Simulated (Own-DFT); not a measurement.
# How strain changes the stress of wurtzite GaN, 72 atoms (Ga36N36)

These are calculations, not measurements. They come from Own-DFT, an in-house plane-wave density functional program, since retired, whose code no person has reviewed. Each row is one single-point run on a periodic cell that was not relaxed, without spin or spin-orbit coupling.

Settings of every run: PBE; PseudoDojo norm-conserving scalar-relativistic files (stringent for Ga); cutoff 96 hartree; 4 x 4 x 3 k mesh centred on Gamma; Gaussian smearing of 0.01 eV.

Known limits: forces not confirmed at this smearing and k mesh; stress not checked against mesh or cutoff.

Unstrained cell vectors in Å: (9.567, 0.000, 0.000); (-4.784, 8.285, 0.000); (0.000, 0.000, 10.370). The unstrained cell has measured lattice constants (interpolated for alloys), not those of this functional. That, the random moves and any unrelaxed bonds set the pressure at no strain. Each run strains this cell uniformly, with the atoms carried along. Every atom was also moved at random, by a Gaussian of width 0.05 Å on each axis. Strain is the symmetric tensor, in per cent. Stress is positive in tension, and the pressure is minus a third of its trace.

| run | e_xx (%) | e_yy (%) | e_zz (%) | s_xx (GPa) | s_yy (GPa) | s_zz (GPa) | P (GPa) | E (meV/atom) |
|---|---|---|---|---|---|---|---|---|
| 1 | -1.00 | -1.00 | 0.00 | -14.09 | -10.75 | -9.06 | 11.30 | 25.2 |
| 2 | 0.75 | 0.75 | 0.00 | -4.67 | -2.41 | -5.27 | 4.12 | 1.3 |
| 3 | -2.50 | -2.50 | 0.00 | -21.25 | -23.07 | -10.95 | 18.42 | 49.0 |
| 4 | 2.00 | 2.00 | 0.00 | 1.93 | 3.03 | -4.62 | -0.11 | 0.0 |
| 5 | -0.75 | -0.75 | 0.00 | -11.04 | -11.19 | -8.26 | 10.16 | 18.9 |
| 6 | -1.25 | -1.25 | 0.00 | -12.23 | -15.53 | -9.45 | 12.40 | 21.8 |
| 7 | -0.50 | -0.50 | 0.00 | -9.58 | -8.41 | -9.52 | 9.17 | 14.8 |
| 8 | 2.50 | 2.50 | 0.00 | 4.94 | 3.98 | -4.11 | -1.60 | 8.6 |
| 9 | 0.25 | 0.25 | 0.00 | ? | ? | ? | ? | ? |

E is the free energy for each atom above the lowest run shown.

## Worked fit

The change of volume is close to e_xx + e_yy + e_zz. A straight line through the runs shown gives P = 7.66 - 196 x (fractional change of volume) GPa, with an error of 7 on the slope and a scatter of 0.64 GPa. The strain isn't the same on all axes and the cell isn't cubic, so the slope belongs to this path and is not the bulk modulus.

## Withheld run

Question: what pressure should run 9 give? Its volume changes by 0.50 %.

The line gives 6.7 GPa. The calculation gave 6.48 GPa.
